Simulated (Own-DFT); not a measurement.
# Computed records: Si₃N₄ (beta silicon nitride, atoms displaced)

All values are calculated (Own-DFT development build). A calculation, not a measurement: plane-wave PBE density functional theory by an unreviewed code, no spin, of a simulated periodic cell, stress positive in tension, free energy of the whole cell less one offset for each atom, forces on such cells passed a denser k mesh, this cell's mesh not checked; offsets are fitted by least squares, one for each functional and potential file, so energies compare only between cells with the same atoms and settings and are not formation energies; the far tail of each file's local potential was reset to the Coulomb form; each entry is a single point on an unrelaxed cell, so the pressure reflects the starting lattice, mostly measured values (interpolated for alloys), from which strain is counted, and rises with the displacements; printed positions are rounded, which can move forces by about a meV/angstrom; the program, named Own-DFT, is a retired in-house code; no spin-orbit coupling.

Settings shared by all entries: functional PBE; potential files PseudoDojo norm-conserving, scalar-relativistic, standard set; wave cutoff 42 hartree; occupations Fermi-Dirac; smearing width 0.1 eV; k mesh 3 x 3 x 3 centred on Gamma.

(1) Si₃N₄ (beta silicon nitride, atoms displaced)

```
CELL_PARAMETERS angstrom
7.60600 0.00000 0.00000
-3.80300 6.58700 0.00000
0.00000 0.00000 8.72700
ATOMIC_POSITIONS crystal
Si 0.17243 0.76599 0.08570
Si 0.22786 0.40162 0.08369
Si 0.59618 0.82717 0.08295
Si 0.82980 0.23202 0.25056
Si 0.77533 0.59918 0.24707
Si 0.40656 0.17796 0.25032
N 0.32806 0.02599 0.08169
N 0.97341 0.30401 0.08138
N 0.69702 0.66716 0.08327
N 0.66874 0.96859 0.25422
N 0.03423 0.69995 0.24833
N 0.29948 0.33234 0.25476
N 0.33613 0.66502 0.08792
N 0.66472 0.32932 0.24726
Si 0.17743 0.77607 0.41769
Si 0.22639 0.40011 0.41777
Si 0.59197 0.82740 0.41647
Si 0.82596 0.22604 0.58215
Si 0.77115 0.59247 0.58760
Si 0.40467 0.16914 0.58428
N 0.33437 0.03416 0.41660
N 0.96654 0.29661 0.41484
N 0.70193 0.67310 0.41869
N 0.66647 0.97047 0.58253
N 0.03244 0.69962 0.58406
N 0.29571 0.32778 0.58404
N 0.33309 0.66760 0.41713
N 0.66508 0.32760 0.58055
Si 0.17761 0.77404 0.74765
Si 0.23032 0.40197 0.74922
Si 0.59723 0.82573 0.75288
Si 0.82247 0.23118 0.91738
Si 0.76884 0.59548 0.91846
Si 0.40539 0.17157 0.91313
N 0.33298 0.03070 0.75642
N 0.96567 0.29371 0.74773
N 0.69704 0.66156 0.74688
N 0.66735 0.96829 0.91758
N 0.02758 0.69918 0.91604
N 0.29989 0.33162 0.91708
N 0.33451 0.66537 0.74755
N 0.66086 0.32871 0.91898
```

* free energy of cell above offsets: -7.356 eV
* pressure: 5.54 GPa
* stress xx: -5.14 GPa
* stress yy: -4.71 GPa
* stress zz: -6.76 GPa
* stress yz: -0.82 GPa
* stress xz: 0.4 GPa
* stress xy: -1.73 GPa

Force:
| element | x (eV/Å) | y (eV/Å) | z (eV/Å) |
| --- | --- | --- | --- |
| Si | 1.269 | 0.083 | -1.37 |
| Si | 1.107 | 1.202 | 0.23 |
| Si | -0.674 | -0.489 | 1.08 |
| Si | -1.278 | -0.43 | -0.711 |
| Si | -0.966 | -1.151 | 1.458 |
| Si | 0.196 | -0.447 | -0.805 |
| N | -0.21 | 0.902 | 0.491 |
| N | -1.095 | -0.844 | 0.349 |
| N | 0.224 | 0.396 | -0.099 |
| N | 0.327 | 0.741 | -1.613 |
| N | -0.662 | -0.062 | 1.125 |
| N | 0.28 | -0.651 | -1.22 |
| N | -0.683 | 0 | -0.405 |
| N | 0.612 | 1.377 | 0.029 |
| Si | 0.691 | -1.249 | -0.346 |
| Si | -0.061 | 1.646 | 0.351 |
| Si | 0.436 | -1.118 | 0.611 |
| Si | -0.889 | 0.567 | -0.046 |
| Si | -0.31 | -0.743 | -2.083 |
| Si | -0.086 | 1.321 | 0.258 |
| N | -0.37 | -0.513 | 0.037 |
| N | 0.604 | 0.288 | 0.63 |
| N | 0.817 | -0.329 | -0.339 |
| N | 0.227 | -0.809 | 0.773 |
| N | -0.161 | 0.353 | -0.238 |
| N | 0.907 | -0.903 | -0.12 |
| N | -0.574 | -0.531 | 0.077 |
| N | 0.101 | 0.724 | 0.315 |
| Si | 0.551 | -1.622 | 1.142 |
| Si | -0.658 | 0.744 | 0.416 |
| Si | -0.464 | -0.678 | -1.281 |
| Si | 0.229 | 0.239 | -0.503 |
| Si | -0.064 | -1.027 | -0.603 |
| Si | -0.746 | 0.859 | 2.523 |
| N | -0.232 | -0.519 | -2.532 |
| N | 0.402 | 0.27 | 0.771 |
| N | -0.691 | 0.948 | 1.647 |
| N | 0.391 | 0.417 | 0.034 |
| N | 0.63 | 0.285 | -0.029 |
| N | 0.478 | -0.63 | -0.14 |
| N | -0.339 | 0.272 | 0.305 |
| N | 0.735 | 1.11 | -0.17 |

(2) Si₃N₄ (beta silicon nitride, atoms displaced)

```
CELL_PARAMETERS angstrom
7.60600 0.00000 0.00000
-3.80300 6.58700 0.00000
0.00000 0.00000 8.72700
ATOMIC_POSITIONS crystal
Si 0.17332 0.76684 0.08680
Si 0.22942 0.40137 0.08497
Si 0.59650 0.82608 0.08026
Si 0.82581 0.23092 0.24732
Si 0.76655 0.59634 0.25076
Si 0.40682 0.17178 0.25252
N 0.33071 0.03238 0.08286
N 0.96852 0.30026 0.08564
N 0.69560 0.66596 0.08497
N 0.67001 0.96678 0.25012
N 0.03236 0.70648 0.24940
N 0.29789 0.33246 0.24913
N 0.33154 0.66605 0.07929
N 0.66493 0.33372 0.24895
Si 0.17086 0.76715 0.41546
Si 0.23405 0.40852 0.41517
Si 0.60029 0.82833 0.41817
Si 0.82307 0.23026 0.58654
Si 0.77068 0.59156 0.57889
Si 0.40267 0.17068 0.58396
N 0.33546 0.03187 0.41633
N 0.97200 0.30806 0.41948
N 0.69743 0.66848 0.41821
N 0.66107 0.96637 0.58381
N 0.03443 0.69516 0.58035
N 0.30518 0.33095 0.58681
N 0.33309 0.66595 0.41896
N 0.66235 0.33220 0.58667
Si 0.17684 0.77327 0.74704
Si 0.23437 0.40714 0.75310
Si 0.59878 0.82383 0.74958
Si 0.82960 0.23308 0.91731
Si 0.77057 0.59794 0.91596
Si 0.40875 0.17738 0.91382
N 0.33783 0.03349 0.75263
N 0.96116 0.29373 0.75065
N 0.69831 0.66288 0.75001
N 0.66388 0.96886 0.91618
N 0.02636 0.69593 0.91626
N 0.30250 0.33510 0.91775
N 0.32833 0.66347 0.75115
N 0.66459 0.32736 0.91828
```

* free energy of cell above offsets: -7.320 eV
* pressure: 5.46 GPa
* stress xx: -4.73 GPa
* stress yy: -4.33 GPa
* stress zz: -7.34 GPa
* stress yz: 0.6 GPa
* stress xz: 0.11 GPa
* stress xy: 0.37 GPa

Force:
| element | x (eV/Å) | y (eV/Å) | z (eV/Å) |
| --- | --- | --- | --- |
| Si | 0.417 | 0.702 | -1.705 |
| Si | -0.27 | 1.36 | -0.469 |
| Si | -1.133 | -0.537 | 0.659 |
| Si | -0.565 | 0.034 | 1.659 |
| Si | 0.555 | -0.643 | -0.245 |
| Si | -0.642 | 0.752 | -1.22 |
| N | -0.21 | -0.43 | 0.088 |
| N | 0.521 | 0.018 | -0.79 |
| N | 0.215 | 0.297 | -0.598 |
| N | 0.219 | 0.62 | -0.203 |
| N | -1.118 | -0.645 | 0.515 |
| N | 1.228 | -0.979 | 0.647 |
| N | 0.402 | -0.269 | 0.443 |
| N | 0.618 | 0.354 | 0.233 |
| Si | 1.736 | 0.315 | -0.221 |
| Si | -0.152 | -0.128 | 1.175 |
| Si | -1.729 | -0.687 | -0.443 |
| Si | -0.456 | 0.118 | -0.987 |
| Si | -0.157 | -0.296 | 1.259 |
| Si | 0.478 | 0.703 | 0.065 |
| N | -0.474 | -0.972 | 0.509 |
| N | -0.422 | -0.856 | -0.465 |
| N | 0.632 | -0.005 | -0.283 |
| N | 0.694 | 0.75 | 0.167 |
| N | -1.408 | 0.142 | 0.576 |
| N | -1.051 | 0.145 | -0.682 |
| N | 0.291 | 0.881 | -0.327 |
| N | 0.83 | -0.138 | -0.393 |
| Si | 0.266 | -0.839 | 1.19 |
| Si | -1.054 | -0.247 | -0.893 |
| Si | -1.444 | -0.595 | 0.304 |
| Si | -1.31 | -0.572 | 0.268 |
| Si | 0.108 | -1.847 | 0.621 |
| Si | -0.135 | -0.126 | 1.557 |
| N | -0.652 | -1.021 | -0.986 |
| N | 2.135 | 0.847 | 0.132 |
| N | -0.204 | 0.764 | -0.829 |
| N | 0.806 | 0.235 | -0.217 |
| N | 0.856 | 0.878 | -0.068 |
| N | 0.432 | -0.779 | 0.089 |
| N | 0.908 | 0.903 | -0.121 |
| N | 0.241 | 1.793 | -0.012 |

(3) Si₃N₄ (beta silicon nitride, atoms displaced)

```
CELL_PARAMETERS angstrom
7.60600 0.00000 0.00000
-3.80300 6.58700 0.00000
0.00000 0.00000 8.72700
ATOMIC_POSITIONS crystal
Si 0.17697 0.77314 0.08371
Si 0.23116 0.40697 0.08223
Si 0.60254 0.82932 0.08300
Si 0.82470 0.22939 0.24962
Si 0.77193 0.59935 0.24993
Si 0.40126 0.17433 0.25363
N 0.33439 0.03376 0.08483
N 0.96904 0.30077 0.08212
N 0.69862 0.67065 0.08894
N 0.66345 0.97248 0.25100
N 0.03124 0.69901 0.25197
N 0.30256 0.33314 0.25121
N 0.33335 0.66391 0.08410
N 0.66947 0.33214 0.24954
Si 0.16820 0.77144 0.41626
Si 0.22667 0.39701 0.41411
Si 0.59428 0.82503 0.41775
Si 0.82498 0.23182 0.58387
Si 0.76829 0.59449 0.58499
Si 0.40291 0.17372 0.58911
N 0.33544 0.03384 0.41932
N 0.96557 0.29649 0.41745
N 0.69481 0.66407 0.41719
N 0.66724 0.96438 0.58218
N 0.02991 0.69967 0.58369
N 0.30376 0.33185 0.58434
N 0.33443 0.67055 0.41598
N 0.66361 0.32944 0.58445
Si 0.17234 0.76932 0.75009
Si 0.23281 0.40864 0.75176
Si 0.60362 0.83223 0.74989
Si 0.82514 0.22912 0.91535
Si 0.77283 0.59825 0.92029
Si 0.40304 0.17333 0.91871
N 0.33084 0.02843 0.74860
N 0.96572 0.29686 0.74870
N 0.69984 0.66589 0.74818
N 0.66832 0.96792 0.91624
N 0.03083 0.70036 0.91649
N 0.30070 0.33375 0.91744
N 0.33117 0.66429 0.74745
N 0.67212 0.33264 0.91857
```

- free energy of cell above offsets: -7.291 eV
- pressure: 5.51 GPa
- stress xx: -4.61 GPa
- stress yy: -4.48 GPa
- stress zz: -7.44 GPa
- stress yz: 0.1 GPa
- stress xz: 0.17 GPa
- stress xy: 0.79 GPa

Force:
| element | x (eV/Å) | y (eV/Å) | z (eV/Å) |
| --- | --- | --- | --- |
| Si | 0.887 | -0.849 | 0.198 |
| Si | -0.196 | 0.084 | 0.591 |
| Si | -2.184 | -0.507 | 0.843 |
| Si | -0.378 | 0.566 | -0.059 |
| Si | 0.182 | -1.93 | 1.078 |
| Si | 1.814 | 0.687 | -0.147 |
| N | -0.515 | -0.526 | 0.107 |
| N | 0.454 | -0.282 | 0.16 |
| N | 0.823 | -0.031 | -1.439 |
| N | 0.773 | -0.765 | -0.325 |
| N | -0.474 | 0.39 | -1.07 |
| N | -0.235 | -0.425 | -0.963 |
| N | -0.014 | 1.404 | -0.201 |
| N | -1.256 | 0.82 | 0.007 |
| Si | 2.453 | 0.011 | 0.679 |
| Si | -0.441 | 2.325 | 1.385 |
| Si | -0.79 | -0.645 | -0.639 |
| Si | -0.572 | -0.616 | -0.337 |
| Si | 0.238 | -1.144 | -0.818 |
| Si | 0.725 | 0.485 | -1.466 |
| N | -0.766 | -0.632 | 0.084 |
| N | 0.7 | 0.083 | -0.236 |
| N | 0.312 | 0.507 | -0.043 |
| N | 0.387 | 1.592 | 0.436 |
| N | -0.583 | 0.014 | 0.04 |
| N | -0.875 | 0.017 | 0.093 |
| N | -0.697 | -1.331 | -0.041 |
| N | 0.123 | 0.687 | 0.147 |
| Si | 1.115 | -0.604 | -0.326 |
| Si | -0.331 | -0.244 | -0.888 |
| Si | -1.274 | -2.148 | -0.44 |
| Si | 0.112 | 0.43 | 0.322 |
| Si | -0.46 | -1.297 | -0.578 |
| Si | 0.964 | 0.862 | -0.576 |
| N | -0.287 | 0.071 | 1.553 |
| N | 1.05 | 0.287 | 0.353 |
| N | -0.422 | 0.722 | 1.533 |
| N | 0.403 | 0.395 | 0.173 |
| N | 0.071 | 0.524 | 0.571 |
| N | 0.666 | -0.714 | -0.1 |
| N | 0.331 | 1.351 | 0.38 |
| N | -1.833 | 0.374 | -0.044 |

(4) Si₃N₄ (beta silicon nitride, atoms displaced)

```
CELL_PARAMETERS angstrom
7.60600 0.00000 0.00000
-3.80300 6.58700 0.00000
0.00000 0.00000 8.72700
ATOMIC_POSITIONS crystal
Si 0.17694 0.76945 0.08227
Si 0.23058 0.40378 0.08497
Si 0.59336 0.82666 0.08026
Si 0.82718 0.22930 0.25230
Si 0.76856 0.59233 0.25006
Si 0.40575 0.17402 0.25120
N 0.33699 0.03094 0.08169
N 0.96704 0.30021 0.08351
N 0.70254 0.66835 0.08139
N 0.67235 0.96939 0.25078
N 0.03522 0.70162 0.24620
N 0.29926 0.33041 0.24868
N 0.33341 0.66800 0.08112
N 0.66818 0.32708 0.25357
Si 0.17605 0.77547 0.41672
Si 0.22795 0.39942 0.41719
Si 0.59582 0.82761 0.41888
Si 0.82498 0.22989 0.58351
Si 0.77184 0.59402 0.58308
Si 0.40490 0.16945 0.58265
N 0.33731 0.03439 0.41435
N 0.96784 0.30499 0.41537
N 0.69693 0.66405 0.41821
N 0.66656 0.96580 0.58192
N 0.03220 0.69877 0.58006
N 0.30195 0.32833 0.58926
N 0.33205 0.66337 0.41565
N 0.66846 0.33348 0.58029
Si 0.17512 0.77150 0.74553
Si 0.23120 0.40334 0.75245
Si 0.59934 0.82508 0.74887
Si 0.82705 0.23296 0.91593
Si 0.76950 0.59880 0.91415
Si 0.40681 0.17554 0.91274
N 0.33248 0.03370 0.75025
N 0.97192 0.30223 0.74888
N 0.69992 0.67392 0.74736
N 0.66658 0.96879 0.91502
N 0.02958 0.69690 0.92151
N 0.30308 0.33451 0.91616
N 0.33350 0.66710 0.75216
N 0.66674 0.33724 0.91469
```

- free energy of cell above offsets: -7.456 eV
- pressure: 5.37 GPa
- stress xx: -4.93 GPa
- stress yy: -4.35 GPa
- stress zz: -6.83 GPa
- stress yz: -0.08 GPa
- stress xz: -0.25 GPa
- stress xy: 0.09 GPa

Force:
| element | x (eV/Å) | y (eV/Å) | z (eV/Å) |
| --- | --- | --- | --- |
| Si | 0.195 | 0.221 | -0.007 |
| Si | -0.552 | 0.875 | -0.804 |
| Si | 0.325 | -0.501 | 0.911 |
| Si | -0.481 | -0.075 | -0.902 |
| Si | 0.51 | -0.362 | -0.218 |
| Si | 0.682 | 0.57 | -1.525 |
| N | -0.399 | 0.351 | 0.019 |
| N | 0.743 | 0.007 | 0.03 |
| N | -1.001 | 0.591 | 0.499 |
| N | 0.15 | -0.455 | -0.175 |
| N | -0.98 | -0.049 | 1.26 |
| N | 0.459 | -0.621 | 0.674 |
| N | 0.587 | -0.675 | 0.18 |
| N | -1.047 | 1.156 | -0.266 |
| Si | 1.196 | -1.442 | -1.284 |
| Si | 0.111 | 1.22 | 0.658 |
| Si | -0.3 | -1.558 | -1.297 |
| Si | -0.091 | 0.181 | -0.161 |
| Si | -0.664 | -0.438 | -0.228 |
| Si | 0.346 | 1.616 | 0.172 |
| N | -0.507 | -0.862 | 0.841 |
| N | 0.964 | -0.339 | 0.926 |
| N | -0.008 | 0.522 | -0.373 |
| N | 0.262 | 1.324 | 0.667 |
| N | -0.434 | 0.389 | 0.539 |
| N | -0.317 | -0.279 | -1.51 |
| N | -0.17 | 0.544 | 0.181 |
| N | -0.21 | -0.344 | 0.435 |
| Si | 0.654 | -0.793 | 1.832 |
| Si | -0.257 | 1.219 | -0.362 |
| Si | -2.194 | 0.124 | 0.206 |
| Si | -0.747 | 0.125 | 0.064 |
| Si | 0.483 | -0.644 | 0.391 |
| Si | 0.256 | 0.528 | 1.452 |
| N | -0.171 | -1.151 | -0.67 |
| N | -0.415 | -0.53 | 0.1 |
| N | 1.791 | -0.857 | 0.06 |
| N | 0.427 | 0.738 | -0.223 |
| N | -0.035 | 0.505 | -2.225 |
| N | 0.208 | -0.629 | 0.685 |
| N | 0.176 | 0.113 | -0.33 |
| N | 0.45 | -0.314 | -0.221 |
